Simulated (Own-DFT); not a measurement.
# Response to strain: grey tin, 32 atoms (Sn32)

Calculated results; nothing here was measured. The program, named Own-DFT, is a retired in-house plane-wave density functional code that no person has reviewed. Each row is one single-point run on a periodic cell that was not relaxed, without spin or spin-orbit coupling.

Settings of every run: PBE; PseudoDojo norm-conserving scalar-relativistic files; cutoff 42 hartree; 3 x 3 x 5 k mesh centred on Gamma; cold (Marzari-Vanderbilt) smearing of 0.2 eV.

Known limits: forces on such cells failed a check on a denser k mesh; stress not checked against mesh or cutoff.

Unstrained cell vectors in Å: (12.978, 0.000, 0.000); (0.000, 12.978, 0.000); (0.000, 0.000, 6.489). The unstrained cell has measured lattice constants (interpolated for alloys), not those of this functional. That, the random moves and any unrelaxed bonds set the pressure at no strain. Each run strains this cell uniformly, with the atoms carried along. Every atom was also moved at random, by a Gaussian of width 0.05 Å on each axis. Strain is the symmetric tensor, in per cent. Stress is positive in tension, and the pressure is minus a third of its trace.

```
run,e_xx (%),e_yy (%),e_zz (%),s_xx (GPa),s_yy (GPa),s_zz (GPa),P (GPa),E (meV/atom)
1,-2.25,-2.25,0.00,-6.34,-6.30,-5.64,6.10,56.0
2,-3.00,-3.00,0.00,-7.57,-7.52,-6.59,7.23,93.9
3,2.00,2.00,0.00,-1.49,-1.50,-2.08,1.69,0.0
4,1.50,1.50,0.00,-2.00,-2.01,-2.47,2.16,5.3
5,-1.75,-1.75,0.00,-5.79,-5.81,-5.25,5.62,61.1
6,-0.75,-0.75,0.00,-4.51,-4.49,-4.13,4.38,34.5
7,0.50,0.50,0.00,-2.93,-3.03,-3.08,3.02,9.7
8,-0.25,-0.25,0.00,?,?,?,?,?
```

E is the free energy for each atom above the lowest run shown.

## Worked fit

The change of volume is close to e_xx + e_yy + e_zz. A straight line through the runs shown gives P = 3.74 - 55 x (fractional change of volume) GPa, with an error of 2 on the slope and a scatter of 0.18 GPa. The strain isn't the same on all axes, but the crystal is cubic, so the slope still estimates the bulk modulus, averaged over pressures from 1.7 to 7.2 GPa.

## Withheld run

Question: what pressure should run 8 give? Its volume changes by -0.50 %.

The line gives 4.0 GPa. The calculation gave 3.92 GPa.
